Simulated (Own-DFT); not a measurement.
# One host, several defects: zincblende GaAs

Everything here is calculated. The program is Own-DFT (plane waves, in-house, since retired, never reviewed by a person); positions were held fixed, and spin and spin-orbit coupling were off.

Method: PBE; PseudoDojo norm-conserving scalar-relativistic files; cutoff 42 hartree; 3 x 3 x 3 k mesh centred on Gamma; Fermi-Dirac smearing of 0.1 eV.

Keep in mind (not all hold for every row): not probed for a lower state with spin; forces on such cells failed a check on a denser k mesh; forces not confirmed at this smearing and k mesh; forces on such cells passed a denser k mesh, each cell not checked; stress not checked against mesh or cutoff.

All runs share one cell, with vectors in Å (11.307, 0.000, 0.000); (0.000, 11.307, 0.000); (0.000, 0.000, 11.307) and a volume of 1445.4 Å³. u is the rms random offset of the atoms per axis. The defect's site can differ from row to row.

```
                    cell     formula   u (Å)  P (GPa)
               no defect    As32Ga32  0.0184     3.51
               no defect    As32Ga32  0.0187     3.50
               no defect    As32Ga32  0.0470     3.89
     one In on a Ga site  As32Ga31In  0.0332     4.32
     one In on a Ga site  As32Ga31In  0.0465     4.67
     one In on a Ga site  As32Ga31In  0.0498     4.63
two As on a Ga site each    As34Ga30  0.0288     4.79
two As on a Ga site each    As34Ga30  0.0289     4.79
two As on a Ga site each    As34Ga30  0.0294     4.78
two As on a Ga site each    As34Ga30  0.0301        ?
        two As vacancies    As30Ga32  0.0282     3.23
        two As vacancies    As30Ga32  0.0490     3.44
        two As vacancies    As30Ga32  0.0538     3.65
     one As on a Ga site    As33Ga31  0.0289     4.25
     one As on a Ga site    As33Ga31  0.0328     4.32
     one As on a Ga site    As33Ga31  0.0463     4.65
```

## Fit

P = P0 + c u² + a shift for each defect gives P0 = 3.43 GPa, c = 219 ± 21 GPa/Å² and a scatter of 0.06 GPa. The shifts, and each times the cell's volume:

- two As on a Ga site each: 1.17 ± 0.05 GPa, 10.6 eV (5.3 eV for each of its 2 sites)
- one In on a Ga site: 0.69 ± 0.05 GPa, 6.3 eV
- one As on a Ga site: 0.68 ± 0.05 GPa, 6.2 eV
- two As vacancies: -0.43 ± 0.05 GPa, -3.9 eV (-1.9 eV for each of its 2 sites)

Positive is outwards. The product with the volume (160.2 GPa Å³ to the eV) is nearly free of the cell's size; divided by the bulk modulus at the cell's pressure it gives the volume that the defect adds. The atoms around the defects weren't relaxed, which would change these numbers.

## The run left out

Question: what pressure belongs in the blank (two As on a Ga site each, u = 0.0301 Å)?

Estimate: 4.80 ± 0.06 GPa. The calculation gave 4.78 GPa.
